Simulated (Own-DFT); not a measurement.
# Reading a pressure off an energy slope: corundum Al2O3, 78 atoms (Al32O46), with two O vacancies

All values are computed. Each geometry was run twice at fixed positions with Own-DFT, a retired in-house plane-wave program that no person has reviewed: with PBE, and with HSE06 (exact exchange share 0.25 at short range, screening 0.11 per bohr, Gygi-Baldereschi treatment of its divergence). Both used PseudoDojo norm-conserving files made for PBE, a cutoff of 48 hartree, the Gamma point alone, fixed occupations, a neutral cell and no spin. The unstrained cell is 7.9 Å across at its thinnest, so Gamma alone is coarse and defects feel their images. The oxygen file's force components were 24 meV/Å off all-electron values in a glass.

Unstrained cell vectors in Å: (5.494, 0.000, 8.660); (-2.747, 4.758, 8.660); (-2.747, -4.758, 8.660), volume V0 = 679.1 Å³, from measured lattice constants. Each geometry has its own random strain of a few per cent, its own defect sites and random moves of rms u per axis. HSE06 gave the energy alone. D is its energy less that of PBE, over the lowest D shown. The PBE stress wasn't checked against mesh or cutoff.

| run | V - V0 (Å³) | u (Å) | P with PBE (GPa) | D (eV) |
|---|---|---|---|---|
| 1 | 3.3 | 0.0517 | 7.77 | 1.409 |
| 2 | 4.4 | 0.0305 | 5.94 | 1.196 |
| 3 | -11.7 | 0.0310 | 12.35 | 0.536 |
| 4 | -4.8 | 0.0492 | 11.41 | 0.967 |
| 5 | -5.5 | 0.0465 | 11.29 | 0.912 |
| 6 | -25.3 | 0.0318 | 17.59 | 0.000 |
| 7 | 3.2 | 0.0515 | 8.26 | 1.234 |
| 8 | -24.1 | 0.0297 | 17.33 | 0.038 |
| 9 | 17.5 | 0.0307 | 1.82 | 1.708 |
| 10 | 3.5 | 0.0331 | 6.64 | 1.132 |
| 11 | -23.1 | 0.0313 | 16.59 | 0.100 |
| 12 | 11.7 | 0.0305 | 2.87 | 1.539 |
| 13 | 16.2 | 0.0501 | 3.04 | ? |

## Analysis

D = 0.92 + 0.0405 (V - V0) + 99 u² eV, with an error of 0.0010 on the volume slope, 19 on the last term and a scatter of 0.05 eV. Pressure is -dE/dV, and 1 eV/Å³ is 160.2 GPa, so HSE06 changes the pressure by -6.5 ± 0.2 GPa. With the ions held to the strained lattice, the PBE pressure falls by 261 ± 5 GPa per unit of volume strain; the shape of the strain isn't fitted, so the true error is larger, and a relaxed crystal would be softer. On that slope HSE06's volume at a given pressure is about 2.5 % smaller, or 0.8 % in lengths. At u = 0 and V0 the PBE pressure is 7.0 GPa, which puts the zero-pressure volume, against the measured cell and with the defects in, at +2.7 % for PBE and +0.2 % for HSE06, each good to a few tenths of a per cent.

## Test on the hidden row

Q: what D should run 13 give?

From the fit: 1.83 eV, with rows scattering by 0.05. The run itself gave 1.798 eV.
